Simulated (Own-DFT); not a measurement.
Hf36O71 (tetragonal hafnia with one neutral oxygen vacancy, atoms displaced) (calculated)

A calculation, not a measurement: plane-wave PBE and HSE06 DFT by an unreviewed code, no spin, of a simulated cell at Gamma alone, so results move with cell size and shape, stress positive in tension, energies less offsets, not probed for a lower state with spin; hafnium file: forces about 75 meV/angstrom off all-electron values; oxygen file: force components 24 meV/angstrom off all-electron in a glass; k mesh not checked against a denser one; forces and stress are PBE's, HSE06 gives the energy alone, and its difference from PBE has offsets of its own; offsets are fitted by least squares, one for each functional and potential file, so energies compare only between cells with the same atoms and settings and are not formation energies; the far tail of each file's local potential was reset to the Coulomb form; each entry is a single point on an unrelaxed cell, so the pressure reflects the starting lattice, taken from the Materials Project, from which strain is counted, and rises with the displacements; printed positions are rounded, which can move forces by about a meV/angstrom; the program is a retired in-house code; no spin-orbit coupling. Program: Own-DFT development build.

Common to all runs: first functional PBE; second functional HSE06; exact exchange share 0.25; screening 0.11 1/bohr; exchange divergence Gygi-Baldereschi; potential files PseudoDojo norm-conserving, scalar-relativistic, made for PBE, standard set; wave cutoff 48 hartree; occupations fixed; k mesh 1 x 1 x 1 centred on Gamma.

(1) 
```cif
# cell vector a (Å): 10.7800 0.0000 0.0000
# cell vector b (Å): 0.0000 10.7800 0.0000
# cell vector c (Å): 0.0000 0.0000 10.4493
data_Hf36O71
_symmetry_space_group_name_H-M 'P 1'
_symmetry_Int_Tables_number 1
_cell_length_a 10.7800
_cell_length_b 10.7800
_cell_length_c 10.4493
_cell_angle_alpha 90.000
_cell_angle_beta 90.000
_cell_angle_gamma 90.000
_cell_volume 1214.30
loop_
_atom_site_label
_atom_site_type_symbol
_atom_site_fract_x
_atom_site_fract_y
_atom_site_fract_z
_atom_site_occupancy
Hf1 Hf 0.99729 0.99903 0.00566 1
Hf2 Hf 0.16048 0.16891 0.24432 1
O1 O 0.99419 0.16376 0.15270 1
O2 O 0.16010 0.99981 0.35229 1
O3 O 0.00078 0.17464 0.40051 1
O4 O 0.17194 0.00169 0.09960 1
Hf3 Hf 0.00404 0.99939 0.49614 1
Hf4 Hf 0.16467 0.16684 0.74973 1
O5 O 0.00512 0.17145 0.65653 1
O6 O 0.16453 0.00482 0.85487 1
O7 O 0.00211 0.16835 0.90062 1
O8 O 0.16230 0.99884 0.59686 1
Hf5 Hf 0.99976 0.33365 0.00464 1
Hf6 Hf 0.16650 0.48985 0.25378 1
O9 O 0.00024 0.49976 0.15148 1
O10 O 0.16309 0.32817 0.34396 1
O11 O 0.99776 0.51229 0.39999 1
Hf7 Hf 0.99699 0.33410 0.49899 1
Hf8 Hf 0.16736 0.49675 0.75391 1
O12 O 0.99349 0.50543 0.66623 1
O13 O 0.16657 0.32702 0.85167 1
O14 O 0.00529 0.49596 0.90781 1
O15 O 0.16096 0.32879 0.59384 1
Hf9 Hf 0.99322 0.66520 0.00169 1
Hf10 Hf 0.16608 0.83145 0.25339 1
O16 O 0.00617 0.82683 0.15502 1
O17 O 0.16617 0.67041 0.34401 1
O18 O 0.00144 0.84173 0.40576 1
O19 O 0.16506 0.66391 0.10919 1
Hf11 Hf 0.99901 0.66763 0.49685 1
Hf12 Hf 0.16403 0.83164 0.75312 1
O20 O 0.99457 0.83780 0.64586 1
O21 O 0.16839 0.66193 0.84129 1
O22 O 0.00364 0.83764 0.89550 1
O23 O 0.16289 0.67042 0.59935 1
Hf13 Hf 0.33360 0.00337 0.00120 1
Hf14 Hf 0.49339 0.16383 0.25482 1
O24 O 0.33368 0.16659 0.15416 1
O25 O 0.49777 0.00360 0.34049 1
O26 O 0.32986 0.16850 0.40351 1
O27 O 0.50301 0.00091 0.10173 1
Hf15 Hf 0.33297 0.99853 0.49949 1
Hf16 Hf 0.49955 0.16721 0.75099 1
O28 O 0.33837 0.16804 0.65049 1
O29 O 0.49776 0.99471 0.85001 1
O30 O 0.33326 0.17343 0.90377 1
O31 O 0.49576 0.00615 0.59705 1
Hf17 Hf 0.33876 0.33203 0.00569 1
Hf18 Hf 0.49683 0.49246 0.24984 1
O32 O 0.33174 0.50365 0.14242 1
O33 O 0.50813 0.33663 0.35305 1
O34 O 0.33800 0.49866 0.40183 1
O35 O 0.50066 0.33363 0.09389 1
Hf19 Hf 0.33321 0.33327 0.49898 1
Hf20 Hf 0.49986 0.50310 0.75328 1
O36 O 0.34006 0.49822 0.65030 1
O37 O 0.49301 0.33574 0.84120 1
O38 O 0.33391 0.49780 0.90222 1
O39 O 0.50415 0.33288 0.59439 1
Hf21 Hf 0.33082 0.66724 0.00254 1
Hf22 Hf 0.48988 0.83304 0.25425 1
O40 O 0.33077 0.83285 0.15573 1
O41 O 0.49466 0.66147 0.35003 1
O42 O 0.32965 0.83159 0.40236 1
O43 O 0.48781 0.66949 0.09227 1
Hf23 Hf 0.32895 0.67144 0.49437 1
Hf24 Hf 0.50211 0.83139 0.75437 1
O44 O 0.33903 0.83247 0.64533 1
O45 O 0.49826 0.67400 0.85320 1
O46 O 0.32751 0.83745 0.90606 1
O47 O 0.50004 0.66304 0.60116 1
Hf25 Hf 0.66082 0.00089 0.99877 1
Hf26 Hf 0.83540 0.16179 0.25209 1
O48 O 0.67096 0.16337 0.15344 1
O49 O 0.82879 0.00222 0.34416 1
O50 O 0.66138 0.16056 0.40702 1
O51 O 0.84012 0.99487 0.09846 1
Hf27 Hf 0.66473 0.99935 0.49963 1
Hf28 Hf 0.83381 0.16242 0.75213 1
O52 O 0.67026 0.16446 0.65782 1
O53 O 0.83103 0.99750 0.84854 1
O54 O 0.66556 0.17161 0.90397 1
O55 O 0.83102 0.99974 0.59958 1
Hf29 Hf 0.67248 0.33200 0.00139 1
Hf30 Hf 0.82852 0.49570 0.24966 1
O56 O 0.67241 0.49790 0.14821 1
O57 O 0.83453 0.33085 0.35496 1
O58 O 0.66468 0.49946 0.40000 1
O59 O 0.82581 0.32878 0.10039 1
Hf31 Hf 0.67096 0.33543 0.50056 1
Hf32 Hf 0.82761 0.50068 0.75367 1
O60 O 0.66506 0.50250 0.65275 1
O61 O 0.83321 0.33435 0.84664 1
O62 O 0.67145 0.50069 0.90045 1
O63 O 0.84089 0.32686 0.59768 1
Hf33 Hf 0.66724 0.65854 0.00806 1
Hf34 Hf 0.82742 0.83546 0.25606 1
O64 O 0.65987 0.83981 0.14878 1
O65 O 0.83834 0.66680 0.35538 1
O66 O 0.65956 0.83113 0.40463 1
O67 O 0.83434 0.65932 0.09782 1
Hf35 Hf 0.66642 0.67685 0.50228 1
Hf36 Hf 0.83647 0.83597 0.74796 1
O68 O 0.66904 0.83054 0.65594 1
O69 O 0.83674 0.66528 0.84589 1
O70 O 0.66306 0.82810 0.90401 1
O71 O 0.83788 0.65898 0.60210 1
_calc_PBE_energy_of_cell_above_offsets '-98.413'  # eV
_calc_HSE06_less_PBE_above_offsets '0.005'  # eV
_calc_PBE_pressure 1.5  # GPa
_calc_PBE_stress_xx -0.73  # GPa
_calc_PBE_stress_yy -2.01  # GPa
_calc_PBE_stress_zz -1.76  # GPa
_calc_PBE_stress_yz 0.43  # GPa
_calc_PBE_stress_xz -0.77  # GPa
_calc_PBE_stress_xy -0.08  # GPa
```

Force:
```tsv
element	x (eV/Å)	y (eV/Å)	z (eV/Å)
Hf	1.809	0.247	-1.479
Hf	0.579	-1.278	0.472
O	0.832	0.396	-0.474
O	0.413	0.538	-0.532
O	-0.248	-1.527	-0.166
O	-1.125	0.237	0.351
Hf	-0.238	1.146	1.19
Hf	0.64	-0.209	0.475
O	-1.35	-0.6	-0.58
O	0.492	-0.535	-0.99
O	-0.695	-0.392	1.089
O	1.265	-0.051	0.378
Hf	0.475	-0.167	-0.816
Hf	-0.119	2.369	-1.29
O	-0.299	-1.104	0.5
O	0.316	0.761	0.029
O	0.637	-2.793	-0.027
Hf	0.071	0.558	0.417
Hf	-0.011	-0.512	-0.488
O	1.668	-0.549	-0.945
O	-0.123	1.144	0.209
O	-0.044	0.363	0.47
O	1.265	0.808	0.055
Hf	1.932	0.108	-0.278
Hf	-0.202	0.289	-0.729
O	-1.984	0.424	-0.232
O	0.382	-1.194	1.323
O	-0.614	-1.623	-1.035
O	-0.101	0.175	-1.823
Hf	-0.255	0.856	1.34
Hf	0.199	0.475	-0.365
O	0.933	-0.006	0.625
O	-0.06	0.885	0.826
O	-0.112	-0.894	0.761
O	0.612	-0.096	-0.572
Hf	-0.249	0.078	-0.568
Hf	1.515	1.075	-0.658
O	-0.415	0.578	-0.061
O	-0.458	-1.554	1.432
O	0.493	-0.301	-0.5
O	-1.201	0.379	-0.391
Hf	-0.742	0.585	0.911
Hf	0.089	0.351	-0.367
O	-1.124	-0.011	0.2
O	0.378	1.271	0.214
O	0.631	-1.406	0.233
O	1.097	-0.402	-0.448
Hf	-1.493	0.746	-1.37
Hf	0.089	1.039	0.23
O	-0.088	-1.355	1.645
O	-0.698	-1.096	-1.018
O	-0.86	-0.329	-0.739
O	0.864	0.161	0.985
Hf	0.625	0.087	1.564
Hf	-0.356	0.34	-0.671
O	-1.58	-0.238	0.164
O	0.514	-0.302	0.544
O	-0.122	0.306	0.071
O	-0.254	-0.341	-0.034
Hf	-1.706	-0.362	-0.784
Hf	0.835	-0.694	-1.105
O	0.206	0.347	-0.108
O	0.192	0.762	-0.699
O	0.605	1.236	-0.693
O	2.888	-0.286	1.396
Hf	0.512	-1.332	1.827
Hf	-0.213	-0.404	-0.471
O	-0.883	0.192	0.748
O	-0.186	-1.515	-0.257
O	-0.256	-0.361	-0.323
O	0.065	0.611	-0.658
Hf	0.734	-0.839	0.144
Hf	-1.183	1.34	-0.114
O	-0.825	-0.088	0.32
O	-0.03	-1.125	0.91
O	0.203	0.941	-0.135
O	-1.683	-0.211	0.405
Hf	0.099	0.852	1.36
Hf	0.741	0.772	-0.256
O	-0.628	-0.03	-0.179
O	-0.085	0.382	0.404
O	-0.186	-0.972	-0.023
O	0.146	0.188	-0.689
Hf	-0.849	0.038	-0.869
Hf	1.133	0.383	1.22
O	-1.86	0.489	0.136
O	-0.278	0.362	-1.015
O	0.613	0.716	-0.059
O	2.037	0.421	0.52
Hf	-0.382	-0.07	0.394
Hf	0.266	0.144	-0.728
O	0.348	-0.569	-0.108
O	-0.229	-0.596	0.578
O	-0.553	-0.091	0.569
O	-1.458	0.313	0.266
Hf	-1.159	1.56	-1.329
Hf	0.626	-0.51	-1.284
O	0.9	-0.848	1.373
O	-0.931	0.851	-1.217
O	0.329	1.263	-0.984
O	-0.638	0.534	0.751
Hf	0.102	-3.021	1.42
Hf	0.009	-0.665	0.342
O	-0.462	0.035	-0.74
O	0.21	0.676	1.027
O	0.433	0.418	0.481
O	-1.167	0.856	-0.819
```

(2) 
```cif
# cell vector a (Å): 10.7800 0.0000 0.0000
# cell vector b (Å): 0.0000 10.7800 0.0000
# cell vector c (Å): 0.0000 0.0000 10.4493
data_Hf36O71
_symmetry_space_group_name_H-M 'P 1'
_symmetry_Int_Tables_number 1
_cell_length_a 10.7800
_cell_length_b 10.7800
_cell_length_c 10.4493
_cell_angle_alpha 90.000
_cell_angle_beta 90.000
_cell_angle_gamma 90.000
_cell_volume 1214.30
loop_
_atom_site_label
_atom_site_type_symbol
_atom_site_fract_x
_atom_site_fract_y
_atom_site_fract_z
_atom_site_occupancy
Hf1 Hf 0.00684 0.01098 0.00963 1
Hf2 Hf 0.15475 0.17473 0.24897 1
O1 O 0.00234 0.16164 0.14765 1
O2 O 0.16879 0.00199 0.34983 1
O3 O 0.99730 0.16903 0.40945 1
O4 O 0.16214 0.01894 0.09287 1
Hf3 Hf 0.00134 0.00367 0.48846 1
Hf4 Hf 0.16006 0.16375 0.74904 1
O5 O 0.00160 0.17132 0.64838 1
O6 O 0.16386 0.00635 0.85733 1
O7 O 0.00877 0.15577 0.90231 1
O8 O 0.15742 0.99549 0.59488 1
Hf5 Hf 0.99754 0.33998 0.99839 1
Hf6 Hf 0.18513 0.49564 0.26045 1
O9 O 0.99532 0.50261 0.15357 1
O10 O 0.16704 0.33139 0.33384 1
O11 O 0.00689 0.49981 0.39940 1
O12 O 0.17098 0.33261 0.10483 1
Hf7 Hf 0.00319 0.33485 0.49775 1
Hf8 Hf 0.16965 0.50140 0.74127 1
O13 O 0.98994 0.50894 0.65159 1
O14 O 0.17340 0.32768 0.83803 1
O15 O 0.00960 0.49367 0.90968 1
O16 O 0.16663 0.33702 0.59018 1
Hf9 Hf 0.99404 0.65936 0.99029 1
Hf10 Hf 0.16919 0.83175 0.25339 1
O17 O 0.00270 0.81508 0.13196 1
O18 O 0.15395 0.66895 0.35265 1
O19 O 0.99573 0.82879 0.40547 1
O20 O 0.16682 0.67817 0.09136 1
Hf11 Hf 0.99907 0.66307 0.49233 1
Hf12 Hf 0.15829 0.82718 0.74480 1
O21 O 0.01648 0.83378 0.65908 1
O22 O 0.15977 0.66385 0.84246 1
O23 O 0.99088 0.83114 0.89009 1
O24 O 0.17521 0.67924 0.59480 1
Hf13 Hf 0.33085 0.99542 0.98794 1
Hf14 Hf 0.49176 0.14612 0.24535 1
O25 O 0.33051 0.16800 0.14999 1
O26 O 0.49522 0.98971 0.35882 1
O27 O 0.33914 0.15614 0.39642 1
O28 O 0.49566 0.99157 0.09291 1
Hf15 Hf 0.33209 0.99951 0.49887 1
Hf16 Hf 0.50086 0.16673 0.75638 1
O29 O 0.32102 0.15817 0.65311 1
O30 O 0.49935 0.99886 0.85752 1
O31 O 0.31452 0.17687 0.89195 1
O32 O 0.50394 0.01639 0.59105 1
Hf17 Hf 0.32886 0.33194 0.99789 1
Hf18 Hf 0.50287 0.48911 0.24471 1
O33 O 0.33340 0.50495 0.14319 1
O34 O 0.49431 0.32514 0.35110 1
O35 O 0.33877 0.50372 0.41125 1
O36 O 0.49073 0.32583 0.09518 1
Hf19 Hf 0.32858 0.32591 0.49811 1
Hf20 Hf 0.49960 0.50528 0.75829 1
O37 O 0.33592 0.48373 0.66157 1
O38 O 0.48663 0.33137 0.85047 1
O39 O 0.33082 0.49424 0.90385 1
O40 O 0.48917 0.35006 0.60192 1
Hf21 Hf 0.34529 0.67381 0.99518 1
Hf22 Hf 0.49678 0.82756 0.25420 1
O41 O 0.33195 0.82665 0.15717 1
O42 O 0.50604 0.66391 0.35449 1
O43 O 0.32750 0.83266 0.41784 1
O44 O 0.50444 0.66089 0.09521 1
Hf23 Hf 0.33576 0.66266 0.50091 1
Hf24 Hf 0.50068 0.82513 0.75269 1
O45 O 0.32216 0.83010 0.66039 1
O46 O 0.50951 0.65517 0.84968 1
O47 O 0.33538 0.83269 0.91147 1
O48 O 0.48322 0.67071 0.60549 1
Hf25 Hf 0.67984 0.00276 0.00845 1
Hf26 Hf 0.82214 0.16518 0.24242 1
O49 O 0.67568 0.16725 0.14362 1
O50 O 0.82469 0.99546 0.35080 1
O51 O 0.66486 0.15673 0.39310 1
O52 O 0.83510 0.00769 0.10249 1
Hf27 Hf 0.65718 0.00446 0.50208 1
Hf28 Hf 0.82424 0.15782 0.74923 1
O53 O 0.66333 0.15994 0.65430 1
O54 O 0.83564 0.99555 0.85590 1
O55 O 0.67727 0.16250 0.91137 1
O56 O 0.83404 0.00886 0.60149 1
Hf29 Hf 0.65978 0.33483 0.00379 1
Hf30 Hf 0.83485 0.50147 0.24612 1
O57 O 0.67247 0.50354 0.14731 1
O58 O 0.83160 0.33469 0.33146 1
O59 O 0.66554 0.49145 0.39265 1
Hf31 Hf 0.66434 0.34668 0.49938 1
Hf32 Hf 0.82237 0.50517 0.75226 1
O60 O 0.66763 0.51606 0.65573 1
O61 O 0.84243 0.33260 0.85413 1
O62 O 0.65722 0.50776 0.90600 1
O63 O 0.82601 0.33618 0.61165 1
Hf33 Hf 0.65958 0.65980 0.01024 1
Hf34 Hf 0.82341 0.82980 0.24741 1
O64 O 0.66908 0.83924 0.15230 1
O65 O 0.82911 0.67497 0.36156 1
O66 O 0.65611 0.82485 0.41453 1
O67 O 0.81391 0.66536 0.08322 1
Hf35 Hf 0.65900 0.66801 0.50270 1
Hf36 Hf 0.83259 0.84058 0.75350 1
O68 O 0.66077 0.83698 0.64323 1
O69 O 0.83347 0.66107 0.85481 1
O70 O 0.66549 0.82731 0.91002 1
O71 O 0.83010 0.66866 0.59081 1
_calc_PBE_energy_of_cell_above_offsets '-89.408'  # eV
_calc_HSE06_less_PBE_above_offsets '0.460'  # eV
_calc_PBE_pressure 4.74  # GPa
_calc_PBE_stress_xx -4.93  # GPa
_calc_PBE_stress_yy -4.93  # GPa
_calc_PBE_stress_zz -4.37  # GPa
_calc_PBE_stress_yz 0.62  # GPa
_calc_PBE_stress_xz -1.74  # GPa
_calc_PBE_stress_xy 0.23  # GPa
```

Force:
```tsv
element	x (eV/Å)	y (eV/Å)	z (eV/Å)
Hf	-1.044	-2.84	-2.175
Hf	1.959	-3.162	-1.82
O	-2.153	1.223	0.877
O	-0.657	-0.033	-0.759
O	0.384	0.956	-2
O	2.876	-1.418	1.833
Hf	-0.263	-1.573	1.984
Hf	-0.113	-0.779	0.952
O	-1.507	0.444	0.124
O	0.926	-2.385	-0.947
O	-1.098	3.051	-0.36
O	1.028	0.602	-0.403
Hf	-0.159	-1.957	0.323
Hf	-2.092	2.694	-2.475
O	0.814	-0.396	-0.172
O	0.414	0.818	3.444
O	-0.394	-1.033	-0.038
O	-1.312	0.398	-0.661
Hf	-1.728	0.091	1.805
Hf	-0.897	-0.552	1.472
O	1.301	-0.357	0.05
O	-1.286	2.269	0.105
O	0.052	0.339	-1.352
O	-0.735	0.429	-0.648
Hf	0.969	2.927	1.019
Hf	-2.072	-1.051	-0.983
O	-1.273	1.558	2.81
O	1.403	-0.779	-1.083
O	0.374	1.585	-0.847
O	1.408	-1.006	-0.303
Hf	-0.11	0.638	1.748
Hf	2.595	1.15	3.511
O	-7.258	-0.18	-3.468
O	0.437	-0.583	0.166
O	0.05	0.043	0.919
O	-1.195	-2.149	-0.142
Hf	-1.049	3.369	0.679
Hf	-0.433	1.326	0.348
O	0.356	-0.476	0.542
O	0.16	-0.189	-1.747
O	-0.192	1.553	0.15
O	0.826	0.834	1.571
Hf	-1.225	0.292	2.005
Hf	-1.951	-0.673	-0.644
O	2.318	0.528	-1.161
O	-0.392	0.473	-1.69
O	2.181	-2.46	1.342
O	-2.778	-0.454	1.826
Hf	-1.093	-0.553	-0.781
Hf	-0.222	-0.117	0.602
O	1.03	-0.106	1.866
O	0.162	0.511	-1.041
O	-1.018	-2.141	-2.049
O	2.121	0.826	0.99
Hf	2.048	-0.467	0.856
Hf	-1.096	-3.636	-1.535
O	-1.004	1.464	-0.758
O	1.899	-0.218	-0.211
O	0.302	2.28	-0.257
O	2.485	-1.496	-1.054
Hf	-3.572	-2.891	1.477
Hf	0.715	0.303	0.174
O	0.741	0.316	0.385
O	-0.703	-0.861	-1.23
O	0.323	-1.009	-2.007
O	-2.343	0.559	2.534
Hf	-1.628	1.985	0.82
Hf	-0.309	0.93	-0.213
O	3.771	1.268	0.252
O	-1.538	4.211	0.866
O	0.63	-0.541	-1.634
O	2.542	-0.26	0.885
Hf	-1.815	-1.89	-1.409
Hf	2.159	-0.562	1.933
O	-3.432	0.462	-0.285
O	0.562	-0.291	-0.911
O	-0.06	2.182	0.164
O	0.775	-0.567	0.861
Hf	2.732	-1.114	-0.624
Hf	2.242	1.057	0.077
O	-0.475	0.8	0.285
O	-1.229	0.859	-0.357
O	-0.766	1.507	-1.473
O	-0.006	-0.78	0.246
Hf	1.285	-0.023	-0.576
Hf	0.634	0.466	0.226
O	-1.85	-1.743	0.65
O	0.131	-0.251	0.778
O	-0.272	1.604	0.315
Hf	-0.615	-2.674	0.772
Hf	2.333	-0.728	0.15
O	-1.893	-0.704	-1.014
O	-0.816	0.237	0.161
O	0.453	-3.532	-0.785
O	-0.244	-0.031	-2.113
Hf	0.493	1.662	-3.723
Hf	3.007	0.214	0.832
O	-1.901	0.072	0.784
O	-0.212	-1.517	-2.249
O	-0.056	2.12	-1.858
O	4.918	0.231	3.564
Hf	1.09	-0.317	0.446
Hf	1.552	-1.652	0.057
O	-0.346	-0.375	1.978
O	0.145	0.409	-1.554
O	-0.166	0.965	-1.009
O	-0.07	0.446	1.002
```
